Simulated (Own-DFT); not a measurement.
# Larger atoms on a fixed lattice: Ge in Si

Calculated, not measured: single-point runs of Own-DFT, a retired in-house plane-wave DFT program that no person has reviewed, on unrelaxed cells, without spin or spin-orbit coupling.

Method: PBE; PseudoDojo norm-conserving scalar-relativistic files; cutoff 42 hartree; 3 x 3 x 2 k mesh centred on Gamma; Fermi-Dirac smearing of 0.1 eV.

Keep in mind: forces on such cells moved up to 12 meV/angstrom on a denser k mesh; stress not checked against mesh or cutoff.

One cell of 96 atoms is used throughout, with vectors in Å (10.862, 0.000, 0.000); (0.000, 10.862, 0.000); (0.000, 0.000, 16.293). Some planes normal to z hold Ge in place of Si, either as pure planes or mixed at random through a layer; x is the share of Ge among all Ge and Si sites. u is the rms random offset of the atoms per axis. Stress is positive in tension.

| x | layer | u (Å) | (s_xx + s_yy)/2 (GPa) | s_zz (GPa) |
|---|---|---|---|---|
| 0.125 | mixed layer | 0.0311 | -3.84 | -3.85 |
| 0.125 | mixed layer | 0.0273 | -3.78 | -3.77 |
| 0.167 | pure planes | 0.0285 | ? | ? |
| 0.188 | mixed layer | 0.0598 | -5.21 | -5.26 |
| 0.188 | mixed layer | 0.0298 | -4.65 | -4.67 |
| 0.250 | mixed layer | 0.0608 | -6.36 | -6.31 |
| 0.250 | mixed layer | 0.0588 | -6.27 | -6.33 |
| 0.500 | pure planes | 0.0282 | -9.17 | -9.17 |
| 0.500 | pure planes | 0.0291 | -9.16 | -9.13 |

## Worked fit

In the plane: -1.78 - 14.4 x - 243 u² GPa (slope in x ± 0.2, scatter 0.08). Along z: -1.78 - 14.3 x - 251 u² GPa (± 0.2, scatter 0.07). The two slopes nearly agree: every atom sits on the host's lattice on all three axes, so the larger Ge atoms are squeezed alike in all directions, and the layering hardly shows. The constants are the stress of this functional at the host's measured lattice. A real film keeps the in-plane spacing but grows in height until s_zz vanishes, which relieves part of the in-plane stress too.

## Withheld run

Question: what are the two stresses at x = 0.167?

The fit gives -4.4 and -4.4 GPa. The run itself gave -4.37 and -4.34 GPa.
